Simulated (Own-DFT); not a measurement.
# Which defects push the lattice out? monoclinic HfO2

Everything here is calculated. The program is Own-DFT (plane waves, in-house, since retired, never reviewed by a person); positions were held fixed, and spin and spin-orbit coupling were off.

Method: PBE; PseudoDojo norm-conserving scalar-relativistic files; cutoff 72 hartree; 2 x 2 x 2 k mesh centred on Gamma; Fermi-Dirac smearing of 0.1 eV.

Limits (not all hold for every row): not probed for a lower state with spin; hafnium file: forces about 75 meV/angstrom off all-electron values; oxygen file: force components 24 meV/angstrom off all-electron in a glass; forces on such cells passed a denser k mesh, each cell not checked; stress not checked against mesh or cutoff.

All runs share one cell, with vectors in Å (10.234, 0.000, 0.000); (0.000, 10.350, 0.000); (-1.696, 0.000, 10.445) and a volume of 1106.4 Å³. Atoms were moved at random from their sites; u is the rms move along one axis. The defect's site can differ from row to row.

| cell | formula | u (Å) | P (GPa) |
|---|---|---|---|
| no defect | Hf32O64 | 0.0191 | 3.67 |
| no defect | Hf32O64 | 0.0207 | 3.83 |
| no defect | Hf32O64 | 0.0493 | 5.31 |
| two O vacancies | Hf32O62 | 0.0299 | 4.36 |
| two O vacancies | Hf32O62 | 0.0312 | 3.52 |
| two O vacancies | Hf32O62 | 0.0533 | 5.15 |
| one Si on a Hf site | Hf31O64Si | 0.0292 | 2.66 |
| one Si on a Hf site | Hf31O64Si | 0.0303 | ? |
| one Si on a Hf site | Hf31O64Si | 0.0508 | 4.04 |
| one Si on a Hf site | Hf31O64Si | 0.0509 | 4.23 |

## Fit

P = P0 + c u² + a shift for each defect gives P0 = 3.48 GPa, c = 741 ± 115 GPa/Å² and a scatter of 0.31 GPa. The shifts, and each times the cell's volume:

- two O vacancies: -0.30 ± 0.26 GPa, -2.1 eV (-1.0 eV for each of its 2 sites) (not resolved)
- one Si on a Hf site: -1.32 ± 0.27 GPa, -9.1 eV

A positive shift means that the defect pushes the cell outwards. Shift times volume (160.2 GPa Å³ is 1 eV) depends little on the cell's size, so, taken for each site, it can be compared between cells at like pressure. The atoms around the defects weren't relaxed, which would change these numbers.

## Withheld run

The question: what pressure belongs in the blank (one Si on a Hf site, u = 0.0303 Å)?

The fitted form gives 2.84 ± 0.38 GPa. DFT gave 3.00 GPa.
